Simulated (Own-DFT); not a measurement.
# One host, several defects: zincblende GaAs

Source: density functional calculations with Own-DFT, an unreviewed in-house program that is no longer used. Nothing was measured or relaxed, and spin and spin-orbit coupling are left out.

Settings: PBE; PseudoDojo norm-conserving scalar-relativistic files; cutoff 42 hartree; 3 x 3 x 3 k mesh centred on Gamma; Fermi-Dirac smearing of 0.1 eV.

Keep in mind (not all hold for every row): not probed for a lower state with spin; forces on such cells failed a check on a denser k mesh; forces not confirmed at this smearing and k mesh; forces on such cells passed a denser k mesh, each cell not checked; stress not checked against mesh or cutoff.

All runs share one cell, with vectors in Å (11.307, 0.000, 0.000); (0.000, 11.307, 0.000); (0.000, 0.000, 11.307) and a volume of 1445.4 Å³. The atoms are randomly displaced, by u rms on each axis. The defect's site can differ from row to row.

```
                                        cell     formula   u (Å)  P (GPa)
                                   no defect    As32Ga32  0.0188     3.51
                                   no defect    As32Ga32  0.0204     3.53
                                   no defect    As32Ga32  0.0520     4.02
                         one In on a Ga site  As32Ga31In  0.0271     4.27
                         one In on a Ga site  As32Ga31In  0.0277     4.26
                         one In on a Ga site  As32Ga31In  0.0481     4.68
                            two Ga vacancies    As32Ga30  0.0293     2.96
                            two Ga vacancies    As32Ga30  0.0299     2.99
                            two Ga vacancies    As32Ga30  0.0328     3.00
one As on a Ga site and one Ga on an As site    As32Ga32  0.0276        ?
one As on a Ga site and one Ga on an As site    As32Ga32  0.0303     3.95
one As on a Ga site and one Ga on an As site    As32Ga32  0.0486     4.14
one As on a Ga site and one Ga on an As site    As32Ga32  0.0518     4.24
                         one P on an As site   As31Ga32P  0.0300     3.36
                         one P on an As site   As31Ga32P  0.0300     3.36
                         one P on an As site   As31Ga32P  0.0320     3.36
```

## What the rows give

P = P0 + c u² + a shift for each defect gives P0 = 3.44 GPa, c = 212 ± 15 GPa/Å² and a scatter of 0.04 GPa. The shifts, and each times the cell's volume:

- one In on a Ga site: 0.70 ± 0.03 GPa, 6.3 eV
- one As on a Ga site and one Ga on an As site: 0.25 ± 0.03 GPa, 2.2 eV
- one P on an As site: -0.28 ± 0.03 GPa, -2.5 eV
- two Ga vacancies: -0.66 ± 0.03 GPa, -5.9 eV (-3.0 eV for each of its 2 sites)

Positive is outwards. The product with the volume (160.2 GPa Å³ to the eV) is nearly free of the cell's size; divided by the bulk modulus at the cell's pressure it gives the volume that the defect adds. The atoms around the defects weren't relaxed, which would change these numbers.

## Prediction

Asked: what pressure belongs in the blank (one As on a Ga site and one Ga on an As site, u = 0.0276 Å)?

From the fit: 3.85 ± 0.05 GPa. DFT gave 3.92 GPa.
